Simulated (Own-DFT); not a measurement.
# Computed records: SiC (4H silicon carbide, atoms displaced)

A calculation, not a measurement: plane-wave PBE density functional theory by an unreviewed code, no spin, of a simulated periodic cell, stress positive in tension, free energy of the whole cell less one offset for each atom, forces on such cells passed a denser k mesh, this cell's mesh not checked; offsets are fitted by least squares, one for each functional and potential file, so energies compare only between cells with the same atoms and settings and are not formation energies; the far tail of each file's local potential was reset to the Coulomb form; each entry is a single point on an unrelaxed cell, so the pressure reflects the starting lattice, mostly measured values (interpolated for alloys), from which strain is counted, and rises with the displacements; printed positions are rounded, which can move forces by about a meV/angstrom; the program, named Own-DFT, is a retired in-house code; no spin-orbit coupling. Program: Own-DFT development build.

Common to all runs: functional PBE; potential files PseudoDojo norm-conserving, scalar-relativistic, standard set; wave cutoff 42 hartree; occupations Fermi-Dirac; smearing width 0.1 eV; hardware one NVIDIA H100; k mesh 5 x 5 x 3 centred on Gamma.

(1) SiC (4H silicon carbide, atoms displaced)

```cif
# cell vector a (Å): 6.1654 0.0000 0.0000
# cell vector b (Å): -3.0827 5.3394 0.0000
# cell vector c (Å): 0.0000 0.0000 10.0681
data_SiC
_symmetry_space_group_name_H-M 'P 1'
_symmetry_Int_Tables_number 1
_cell_length_a 6.1654
_cell_length_b 6.1654
_cell_length_c 10.0681
_cell_angle_alpha 90.000
_cell_angle_beta 90.000
_cell_angle_gamma 120.000
_cell_volume 331.44
loop_
_atom_site_label
_atom_site_type_symbol
_atom_site_fract_x
_atom_site_fract_y
_atom_site_fract_z
_atom_site_occupancy
Si1 Si 0.00049 0.00127 0.40621 1
Si2 Si 0.15684 0.32434 0.15462 1
C1 C 0.99274 0.98717 0.09237 1
C2 C 0.16582 0.34290 0.34627 1
Si3 Si 0.00193 0.49704 0.40771 1
Si4 Si 0.16869 0.83236 0.15330 1
C3 C 0.00553 0.50961 0.08569 1
C4 C 0.16293 0.83009 0.34675 1
Si5 Si 0.49820 0.99751 0.40459 1
Si6 Si 0.66964 0.33240 0.15569 1
C5 C 0.50199 0.00197 0.09447 1
C6 C 0.66443 0.32788 0.34893 1
Si7 Si 0.50089 0.50028 0.40587 1
Si8 Si 0.67091 0.83646 0.15582 1
C7 C 0.50150 0.50788 0.09261 1
C8 C 0.66733 0.83341 0.34801 1
Si9 Si 0.00774 0.00895 0.90802 1
Si10 Si 0.82668 0.65989 0.65265 1
C9 C 0.00287 0.00165 0.59059 1
C10 C 0.83293 0.67114 0.84372 1
Si11 Si 0.00062 0.50449 0.90836 1
Si12 Si 0.83185 0.16215 0.66070 1
C11 C 0.99919 0.49620 0.59103 1
C12 C 0.83671 0.17581 0.84351 1
Si13 Si 0.50429 0.99586 0.90753 1
Si14 Si 0.33852 0.66712 0.66068 1
C13 C 0.50131 0.00489 0.59817 1
C14 C 0.33122 0.66792 0.84099 1
Si15 Si 0.49538 0.50118 0.90698 1
Si16 Si 0.33920 0.17137 0.65473 1
C15 C 0.50085 0.49948 0.59563 1
C16 C 0.33703 0.16101 0.84071 1
```

The calculation gives: free energy of cell above offsets -4.915 eV; pressure 3.56 GPa; stress xx -2.79 GPa; stress yy -2.69 GPa; stress zz -5.19 GPa; stress yz -0.43 GPa; stress xz 0.42 GPa; stress xy 0.17 GPa; wall time 120.6 s.

Force:
| element | x (eV/Å) | y (eV/Å) | z (eV/Å) |
| --- | --- | --- | --- |
| Si | -0.04 | 0.317 | 0.142 |
| Si | 0.64 | 1.205 | 0.249 |
| C | 0.419 | 1.535 | 0.322 |
| C | 1.128 | -1.397 | -1.131 |
| Si | -1.058 | 0.455 | 0.255 |
| Si | 0.004 | 0.087 | 1.122 |
| C | 0.069 | -1.405 | 2.316 |
| C | 0.132 | 0.222 | -1.034 |
| Si | -0.059 | -0.189 | 1.241 |
| Si | -0.619 | 0.862 | 0.16 |
| C | 0.232 | -0.038 | -0.168 |
| C | 0.056 | 0.604 | -1.287 |
| Si | -0.132 | -0.059 | 0.305 |
| Si | -0.755 | -0.731 | 0.774 |
| C | -0.055 | -1.327 | 0.554 |
| C | 0.118 | 0.037 | -1.036 |
| Si | -0.238 | -0.887 | -1.381 |
| Si | 1.25 | 1.065 | 0.705 |
| C | -0.141 | -0.284 | 0.864 |
| C | -0.123 | 0.005 | 0.012 |
| Si | -0.503 | 0.284 | -2.153 |
| Si | 0.266 | 0.656 | -1.43 |
| C | 0.285 | 0.138 | 1.142 |
| C | 0.551 | -0.676 | 1.123 |
| Si | -0.473 | 0.655 | -0.63 |
| Si | -1.109 | 0.148 | -1.641 |
| C | 0.525 | -0.854 | -0.937 |
| C | 0.311 | -0.276 | 1.513 |
| Si | 0.917 | -0.227 | -0.666 |
| Si | -0.636 | -0.882 | 0.218 |
| C | -0.497 | 0.141 | -0.745 |
| C | -0.465 | 0.818 | 1.224 |

(2) SiC (4H silicon carbide, atoms displaced)

```cif
# cell vector a (Å): 6.1654 0.0000 0.0000
# cell vector b (Å): -3.0827 5.3394 0.0000
# cell vector c (Å): 0.0000 0.0000 10.0681
data_SiC
_symmetry_space_group_name_H-M 'P 1'
_symmetry_Int_Tables_number 1
_cell_length_a 6.1654
_cell_length_b 6.1654
_cell_length_c 10.0681
_cell_angle_alpha 90.000
_cell_angle_beta 90.000
_cell_angle_gamma 120.000
_cell_volume 331.44
loop_
_atom_site_label
_atom_site_type_symbol
_atom_site_fract_x
_atom_site_fract_y
_atom_site_fract_z
_atom_site_occupancy
Si1 Si 0.99462 0.99530 0.40670 1
Si2 Si 0.15792 0.32846 0.15700 1
C1 C 0.99976 0.00217 0.09306 1
C2 C 0.16536 0.32936 0.34546 1
Si3 Si 0.01190 0.50847 0.40650 1
Si4 Si 0.15789 0.83146 0.15736 1
C3 C 0.00761 0.50204 0.09097 1
C4 C 0.16504 0.82938 0.34901 1
Si5 Si 0.49397 0.00358 0.40442 1
Si6 Si 0.66654 0.33549 0.14940 1
C5 C 0.49653 0.98846 0.09132 1
C6 C 0.66769 0.32951 0.34340 1
Si7 Si 0.48854 0.49243 0.40479 1
Si8 Si 0.66598 0.83077 0.15218 1
C7 C 0.49710 0.50605 0.09886 1
C8 C 0.65992 0.83004 0.34542 1
Si9 Si 0.99528 0.99983 0.90856 1
Si10 Si 0.83697 0.66573 0.65544 1
C9 C 0.99595 0.99543 0.59529 1
C10 C 0.83706 0.67642 0.84327 1
Si11 Si 0.00192 0.50129 0.90974 1
Si12 Si 0.83462 0.17045 0.65631 1
C11 C 0.00441 0.50242 0.59126 1
C12 C 0.82618 0.15002 0.84586 1
Si13 Si 0.49064 0.99509 0.90241 1
Si14 Si 0.35005 0.67878 0.65620 1
C13 C 0.50430 0.99850 0.59288 1
C14 C 0.33491 0.67352 0.83696 1
Si15 Si 0.49770 0.50060 0.90704 1
Si16 Si 0.34054 0.17575 0.65564 1
C15 C 0.50221 0.50787 0.59405 1
C16 C 0.32682 0.16313 0.83868 1
```

It finds free energy of cell above offsets -4.710 eV; pressure 3.69 GPa; stress xx -2.23 GPa; stress yy -4.41 GPa; stress zz -4.42 GPa; stress yz 0.27 GPa; stress xz -0.46 GPa; stress xy 0.55 GPa; wall time 121.7 s.

Force:
| element | x (eV/Å) | y (eV/Å) | z (eV/Å) |
| --- | --- | --- | --- |
| Si | -0.499 | -0.152 | 0.596 |
| Si | 0.849 | 0.583 | 0.474 |
| C | 0.056 | -0.374 | 0.27 |
| C | -0.644 | -0.342 | -0.532 |
| Si | -1.14 | -1.869 | 0.226 |
| Si | 1.328 | 0.276 | 0.174 |
| C | -1.167 | -0.111 | 0.887 |
| C | -0.657 | 0.873 | -1.449 |
| Si | 1.524 | -0.257 | 0.366 |
| Si | 0.133 | -0.866 | 1.181 |
| C | -1.138 | 1.203 | -0.135 |
| C | -0.241 | 0.984 | -0.482 |
| Si | 1.605 | 0.932 | 0.151 |
| Si | -0.416 | 0.643 | 1.6 |
| C | 0.365 | -1.445 | -1.552 |
| C | 0.111 | 0.043 | -0.716 |
| Si | 0.841 | -0.006 | -0.909 |
| Si | -0.079 | 0.296 | -0.029 |
| C | 0.523 | 0.935 | -0.426 |
| C | 0.218 | -1.695 | 0.724 |
| Si | -0.177 | -0.311 | -2.14 |
| Si | 0.632 | -0.308 | -0.084 |
| C | 0.396 | 0.148 | 0.781 |
| C | -0.964 | 2.213 | -0.171 |
| Si | 0.384 | 0.464 | 0.43 |
| Si | -1.507 | -1.14 | -0.648 |
| C | -0.737 | 1.404 | -0.245 |
| C | 0.016 | -1.292 | 1.704 |
| Si | 0.032 | 0.178 | -0.553 |
| Si | -0.555 | -1.009 | -0.692 |
| C | 0.758 | -0.78 | -0.412 |
| C | 0.148 | 0.782 | 1.611 |

(3) SiC (4H silicon carbide, atoms displaced)

```cif
# cell vector a (Å): 6.1654 0.0000 0.0000
# cell vector b (Å): -3.0827 5.3394 0.0000
# cell vector c (Å): 0.0000 0.0000 10.0681
data_SiC
_symmetry_space_group_name_H-M 'P 1'
_symmetry_Int_Tables_number 1
_cell_length_a 6.1654
_cell_length_b 6.1654
_cell_length_c 10.0681
_cell_angle_alpha 90.000
_cell_angle_beta 90.000
_cell_angle_gamma 120.000
_cell_volume 331.44
loop_
_atom_site_label
_atom_site_type_symbol
_atom_site_fract_x
_atom_site_fract_y
_atom_site_fract_z
_atom_site_occupancy
Si1 Si 0.00571 0.99942 0.41030 1
Si2 Si 0.16673 0.32674 0.15759 1
C1 C 0.00188 0.99717 0.08846 1
C2 C 0.17833 0.33963 0.34406 1
Si3 Si 0.99656 0.49315 0.40677 1
Si4 Si 0.17287 0.83569 0.15480 1
C3 C 0.99846 0.49852 0.09255 1
C4 C 0.16994 0.83182 0.34620 1
Si5 Si 0.51660 0.00260 0.40401 1
Si6 Si 0.66395 0.32816 0.15581 1
C5 C 0.49592 0.99661 0.09564 1
C6 C 0.66641 0.34556 0.34844 1
Si7 Si 0.50266 0.50796 0.41227 1
Si8 Si 0.66075 0.83157 0.16009 1
C7 C 0.50373 0.50294 0.08658 1
C8 C 0.66652 0.84453 0.33943 1
Si9 Si 0.99889 0.99080 0.90703 1
Si10 Si 0.83212 0.66279 0.65659 1
C9 C 0.99994 0.00991 0.59536 1
C10 C 0.83006 0.66644 0.84382 1
Si11 Si 0.99403 0.49940 0.91034 1
Si12 Si 0.83596 0.17320 0.65655 1
C11 C 0.00186 0.50802 0.59879 1
C12 C 0.85024 0.16659 0.84250 1
Si13 Si 0.49551 0.99890 0.90726 1
Si14 Si 0.33303 0.66165 0.65520 1
C13 C 0.49316 0.99335 0.59355 1
C14 C 0.32525 0.66659 0.84709 1
Si15 Si 0.50169 0.50702 0.90409 1
Si16 Si 0.33846 0.16500 0.65233 1
C15 C 0.50883 0.50899 0.59170 1
C16 C 0.33603 0.15826 0.83986 1
```

Results for SiC (4H silicon carbide, atoms displaced): free energy of cell above offsets -4.552 eV; pressure 3.79 GPa; stress xx -4.05 GPa; stress yy -1.52 GPa; stress zz -5.78 GPa; stress yz -0.75 GPa; stress xz 0.31 GPa; stress xy 1.11 GPa; wall time 118.5 s.

Force:
| element | x (eV/Å) | y (eV/Å) | z (eV/Å) |
| --- | --- | --- | --- |
| Si | -0.075 | 0.362 | -0.934 |
| Si | 0.053 | 0.703 | -1.098 |
| C | -0.408 | -0.101 | 1.745 |
| C | -0.799 | -0.845 | 0.504 |
| Si | 0.325 | 1.235 | 0.106 |
| Si | -1.229 | -0.877 | 0.799 |
| C | 0.254 | -0.256 | 1.115 |
| C | 0.201 | 0.118 | -0.258 |
| Si | -3.098 | 0.747 | 0.929 |
| Si | -0.271 | 1.129 | 0.191 |
| C | 0.638 | 0.472 | -0.407 |
| C | 0.746 | -1.092 | -0.77 |
| Si | 0.052 | 0.269 | -1.755 |
| Si | 1.065 | -0.099 | -2.08 |
| C | -0.255 | -0.506 | 1.852 |
| C | 2.255 | -1.129 | 1.358 |
| Si | 0.328 | 1.101 | -0.98 |
| Si | -0.075 | 1.668 | 0.431 |
| C | 0.688 | -0.918 | -0.327 |
| C | 0.24 | -0.519 | -0.205 |
| Si | 0.603 | -0.617 | -1.07 |
| Si | -0.355 | -0.519 | 0.48 |
| C | 0.422 | -1.025 | -1.372 |
| C | -2.061 | -0.015 | 0.726 |
| Si | 1.539 | 0.175 | -0.539 |
| Si | -0.407 | 0.803 | 1.095 |
| C | 1.303 | 0.572 | -0.564 |
| C | 0.675 | -0.019 | -0.627 |
| Si | -0.417 | -1.193 | -0.402 |
| Si | -0.762 | 0.149 | 0.54 |
| C | -0.403 | -0.989 | 1.041 |
| C | -0.769 | 1.215 | 0.472 |

(4) SiC (4H silicon carbide, atoms displaced)

```cif
# cell vector a (Å): 6.1654 0.0000 0.0000
# cell vector b (Å): -3.0827 5.3394 0.0000
# cell vector c (Å): 0.0000 0.0000 10.0681
data_SiC
_symmetry_space_group_name_H-M 'P 1'
_symmetry_Int_Tables_number 1
_cell_length_a 6.1654
_cell_length_b 6.1654
_cell_length_c 10.0681
_cell_angle_alpha 90.000
_cell_angle_beta 90.000
_cell_angle_gamma 120.000
_cell_volume 331.44
loop_
_atom_site_label
_atom_site_type_symbol
_atom_site_fract_x
_atom_site_fract_y
_atom_site_fract_z
_atom_site_occupancy
Si1 Si 0.00053 0.00281 0.40737 1
Si2 Si 0.17673 0.33144 0.15456 1
C1 C 0.00065 0.00562 0.09095 1
C2 C 0.15908 0.33009 0.34337 1
Si3 Si 0.99798 0.50260 0.40558 1
Si4 Si 0.16664 0.83086 0.15575 1
C3 C 0.00413 0.50867 0.09490 1
C4 C 0.16207 0.84431 0.33832 1
Si5 Si 0.49440 0.99616 0.40065 1
Si6 Si 0.65823 0.33554 0.15264 1
C5 C 0.50270 0.00627 0.09271 1
C6 C 0.66893 0.33146 0.34438 1
Si7 Si 0.50526 0.50294 0.40664 1
Si8 Si 0.66309 0.83524 0.16160 1
C7 C 0.50383 0.50586 0.09836 1
C8 C 0.66313 0.82346 0.34324 1
Si9 Si 0.00030 0.99622 0.90726 1
Si10 Si 0.83785 0.67077 0.65837 1
C9 C 0.00403 0.00174 0.59216 1
C10 C 0.83727 0.66588 0.84134 1
Si11 Si 0.99265 0.49918 0.90579 1
Si12 Si 0.83152 0.16487 0.65168 1
C11 C 0.01096 0.50974 0.59202 1
C12 C 0.82878 0.16663 0.84261 1
Si13 Si 0.49074 0.99361 0.90295 1
Si14 Si 0.32970 0.66897 0.65381 1
C13 C 0.50641 0.99933 0.59318 1
C14 C 0.34063 0.66699 0.83875 1
Si15 Si 0.50245 0.49899 0.90395 1
Si16 Si 0.33186 0.16168 0.65723 1
C15 C 0.50183 0.51311 0.59288 1
C16 C 0.34368 0.16058 0.84246 1
```

It finds free energy of cell above offsets -4.734 eV; pressure 3.76 GPa; stress xx -3 GPa; stress yy -3.4 GPa; stress zz -4.89 GPa; stress yz -0.42 GPa; stress xz -0.69 GPa; stress xy 0.69 GPa; wall time 117 s.

Force:
| element | x (eV/Å) | y (eV/Å) | z (eV/Å) |
| --- | --- | --- | --- |
| Si | -0.463 | 0.016 | -0.506 |
| Si | -2.033 | 0.354 | 0.434 |
| C | 0.264 | -0.874 | 0.594 |
| C | 0.776 | 0.736 | 0.119 |
| Si | 0.38 | 0.33 | -0.515 |
| Si | -0.528 | 1.072 | -0.69 |
| C | 0.093 | -1.343 | -0.544 |
| C | 0.988 | -1.151 | 1.123 |
| Si | 0.305 | 0.219 | 0.842 |
| Si | 1.979 | 0.133 | 0.977 |
| C | -0.249 | -0.776 | -0.058 |
| C | -0.605 | 0.045 | -0.341 |
| Si | -0.657 | -1.288 | 0.131 |
| Si | 0.599 | 0.704 | -1.459 |
| C | -0.283 | 0.18 | -1.671 |
| C | -0.316 | 1.362 | 0.562 |
| Si | -0.438 | 0.791 | -0.731 |
| Si | -0.4 | -0.296 | -1.165 |
| C | -0.161 | -0.105 | 0.433 |
| C | -0.629 | 0.305 | 0.764 |
| Si | 1.625 | -0.211 | 0.096 |
| Si | 0.587 | 0.808 | 0.844 |
| C | -1.434 | -1.036 | -0.113 |
| C | 0.652 | -0.265 | -0.043 |
| Si | 2.096 | -0.132 | 0.745 |
| Si | 1.214 | 0.31 | 0.229 |
| C | -1.283 | 0.185 | -0.981 |
| C | -1.044 | -0.734 | 1.026 |
| Si | -0.102 | 0.025 | 0.213 |
| Si | 0.487 | 1.221 | -0.896 |
| C | 0.98 | -1.408 | 0.34 |
| C | -2.401 | 0.824 | 0.243 |

(5) SiC (4H silicon carbide, atoms displaced)

```cif
# cell vector a (Å): 6.1654 0.0000 0.0000
# cell vector b (Å): -3.0827 5.3394 0.0000
# cell vector c (Å): 0.0000 0.0000 10.0681
data_SiC
_symmetry_space_group_name_H-M 'P 1'
_symmetry_Int_Tables_number 1
_cell_length_a 6.1654
_cell_length_b 6.1654
_cell_length_c 10.0681
_cell_angle_alpha 90.000
_cell_angle_beta 90.000
_cell_angle_gamma 120.000
_cell_volume 331.44
loop_
_atom_site_label
_atom_site_type_symbol
_atom_site_fract_x
_atom_site_fract_y
_atom_site_fract_z
_atom_site_occupancy
Si1 Si 0.00293 0.99918 0.40569 1
Si2 Si 0.16879 0.33835 0.15677 1
C1 C 0.00637 0.00581 0.08879 1
C2 C 0.16407 0.32953 0.34028 1
Si3 Si 0.00833 0.49614 0.40077 1
Si4 Si 0.16208 0.82706 0.15078 1
C3 C 0.00228 0.49854 0.09185 1
C4 C 0.16941 0.83125 0.33887 1
Si5 Si 0.49687 0.99676 0.40486 1
Si6 Si 0.66520 0.33530 0.15366 1
C5 C 0.49198 0.99511 0.09537 1
C6 C 0.66376 0.32983 0.34165 1
Si7 Si 0.49921 0.50317 0.40708 1
Si8 Si 0.67121 0.83163 0.15294 1
C7 C 0.50544 0.50009 0.08961 1
C8 C 0.66368 0.83227 0.34251 1
Si9 Si 0.00262 0.00232 0.90506 1
Si10 Si 0.83061 0.66378 0.65549 1
C9 C 0.00902 0.00101 0.59674 1
C10 C 0.84026 0.65953 0.84786 1
Si11 Si 0.99409 0.49410 0.90510 1
Si12 Si 0.82674 0.16972 0.65777 1
C11 C 0.00558 0.49590 0.59833 1
C12 C 0.82302 0.16133 0.84131 1
Si13 Si 0.49970 0.00260 0.90796 1
Si14 Si 0.33267 0.66650 0.65138 1
C13 C 0.50491 0.00772 0.59691 1
C14 C 0.33861 0.66365 0.84283 1
Si15 Si 0.50410 0.51039 0.90941 1
Si16 Si 0.33399 0.16978 0.65689 1
C15 C 0.50055 0.50043 0.58948 1
C16 C 0.34283 0.17965 0.84535 1
```

It finds free energy of cell above offsets -4.939 eV; pressure 3.58 GPa; stress xx -3.33 GPa; stress yy -2.83 GPa; stress zz -4.59 GPa; stress yz 0.22 GPa; stress xz -0.64 GPa; stress xy 0.22 GPa; wall time 117.2 s.

Force:
| element | x (eV/Å) | y (eV/Å) | z (eV/Å) |
| --- | --- | --- | --- |
| Si | -0.178 | -0.534 | 0.144 |
| Si | 0.598 | -0.505 | -0.937 |
| C | -0.407 | -0.293 | 0.932 |
| C | 0.871 | 0.008 | 0.608 |
| Si | -1.807 | 0.216 | 1.046 |
| Si | -0.026 | 0.695 | 0.513 |
| C | -0.51 | -0.374 | -0.019 |
| C | -0.521 | -0.235 | 0.597 |
| Si | 0.202 | 0.661 | 0.075 |
| Si | 0.516 | -0.775 | 0.407 |
| C | 1.058 | 0.447 | -0.556 |
| C | 0.174 | 0.575 | 0.365 |
| Si | 0.715 | -0.546 | -1.068 |
| Si | -0.564 | 0.509 | 0.267 |
| C | -0.772 | 0.322 | 1.315 |
| C | 0.644 | 0.14 | 0.149 |
| Si | 0.149 | 0.053 | -0.819 |
| Si | 0.745 | 0.253 | 0.366 |
| C | -1.438 | -0.242 | -0.657 |
| C | -1.634 | 1.327 | -0.945 |
| Si | 1.656 | -0.136 | -0.11 |
| Si | 1.67 | -0.551 | -0.279 |
| C | -1.122 | 0.451 | -1.737 |
| C | 0.989 | 0.201 | 0.924 |
| Si | -0.404 | -0.64 | -0.383 |
| Si | 0.671 | 0.472 | 1.378 |
| C | -0.631 | -0.981 | -1.287 |
| C | -1.215 | 0.624 | -0.041 |
| Si | 0.733 | -0.747 | -1.261 |
| Si | 0.378 | 0.24 | 0.444 |
| C | -0.064 | 0.131 | 0.692 |
| C | -0.473 | -0.768 | -0.123 |

(6) SiC (4H silicon carbide, atoms displaced)

```cif
# cell vector a (Å): 6.1654 0.0000 0.0000
# cell vector b (Å): -3.0827 5.3394 0.0000
# cell vector c (Å): 0.0000 0.0000 10.0681
data_SiC
_symmetry_space_group_name_H-M 'P 1'
_symmetry_Int_Tables_number 1
_cell_length_a 6.1654
_cell_length_b 6.1654
_cell_length_c 10.0681
_cell_angle_alpha 90.000
_cell_angle_beta 90.000
_cell_angle_gamma 120.000
_cell_volume 331.44
loop_
_atom_site_label
_atom_site_type_symbol
_atom_site_fract_x
_atom_site_fract_y
_atom_site_fract_z
_atom_site_occupancy
Si1 Si 0.00182 0.99560 0.40587 1
Si2 Si 0.17017 0.33989 0.15730 1
C1 C 0.99438 0.99713 0.08927 1
C2 C 0.17002 0.33974 0.34345 1
Si3 Si 0.00211 0.50219 0.41147 1
Si4 Si 0.15787 0.82773 0.15837 1
C3 C 0.00307 0.49996 0.09595 1
C4 C 0.16752 0.83865 0.34638 1
Si5 Si 0.50576 0.00665 0.40647 1
Si6 Si 0.67084 0.33390 0.15505 1
C5 C 0.49950 0.00552 0.09838 1
C6 C 0.66208 0.33213 0.34664 1
Si7 Si 0.49283 0.49580 0.41171 1
Si8 Si 0.66826 0.83258 0.15637 1
C7 C 0.49968 0.49779 0.10051 1
C8 C 0.67149 0.84030 0.34721 1
Si9 Si 0.99840 0.99365 0.90682 1
Si10 Si 0.83104 0.66659 0.65816 1
C9 C 0.99669 0.99361 0.59587 1
C10 C 0.82928 0.67712 0.84292 1
Si11 Si 0.99579 0.50182 0.90574 1
Si12 Si 0.83100 0.17940 0.65501 1
C11 C 0.99386 0.48936 0.58964 1
C12 C 0.83124 0.17161 0.84236 1
Si13 Si 0.50101 0.00406 0.90447 1
Si14 Si 0.33131 0.66120 0.65614 1
C13 C 0.49872 0.00500 0.59612 1
C14 C 0.33002 0.66818 0.84322 1
Si15 Si 0.50503 0.50517 0.90524 1
Si16 Si 0.33968 0.17129 0.65597 1
C15 C 0.50172 0.49541 0.59435 1
C16 C 0.32558 0.16876 0.84552 1
```

It finds free energy of cell above offsets -4.823 eV; pressure 3.74 GPa; stress xx -2.67 GPa; stress yy -3.98 GPa; stress zz -4.57 GPa; stress yz 0.08 GPa; stress xz 0.56 GPa; stress xy -0.69 GPa; wall time 122.2 s.

Force:
| element | x (eV/Å) | y (eV/Å) | z (eV/Å) |
| --- | --- | --- | --- |
| Si | -0.816 | 1.009 | 0.702 |
| Si | 0.191 | -1.088 | -0.068 |
| C | 0.429 | 0.383 | 1.235 |
| C | -0.392 | -0.728 | 0.653 |
| Si | -0.576 | -0.161 | -2.152 |
| Si | 0.572 | 1.094 | -0.12 |
| C | -0.482 | 0.14 | -0.75 |
| C | 0.694 | -0.846 | -0.165 |
| Si | -0.272 | -0.476 | 0.183 |
| Si | -0.505 | -0.042 | 1.191 |
| C | 0.18 | -1.081 | -1.07 |
| C | 0.561 | 0.911 | -0.25 |
| Si | 0.828 | 0.89 | -1.51 |
| Si | -0.714 | 0.303 | 0.559 |
| C | 0.25 | 0.533 | -1.65 |
| C | -0.09 | -0.925 | -0.239 |
| Si | -0.94 | 1.88 | -0.438 |
| Si | 0.382 | 0.214 | -0.764 |
| C | -0.135 | 1.151 | -0.294 |
| C | 1.126 | -1.536 | 0.149 |
| Si | 0.306 | 0.058 | 0.205 |
| Si | 1.195 | -2.659 | 0.473 |
| C | 0.081 | 2.238 | 1.577 |
| C | 0.305 | -0.069 | 0.362 |
| Si | -0.478 | -0.041 | 0.671 |
| Si | -0.188 | 0.674 | -0.083 |
| C | 0.465 | -0.92 | -0.513 |
| C | 0.141 | -0.029 | 0.313 |
| Si | -1.285 | -0.647 | 0.964 |
| Si | -1.336 | -1.164 | 0.578 |
| C | -0.639 | 0.685 | 0.493 |
| C | 1.142 | 0.249 | -0.244 |
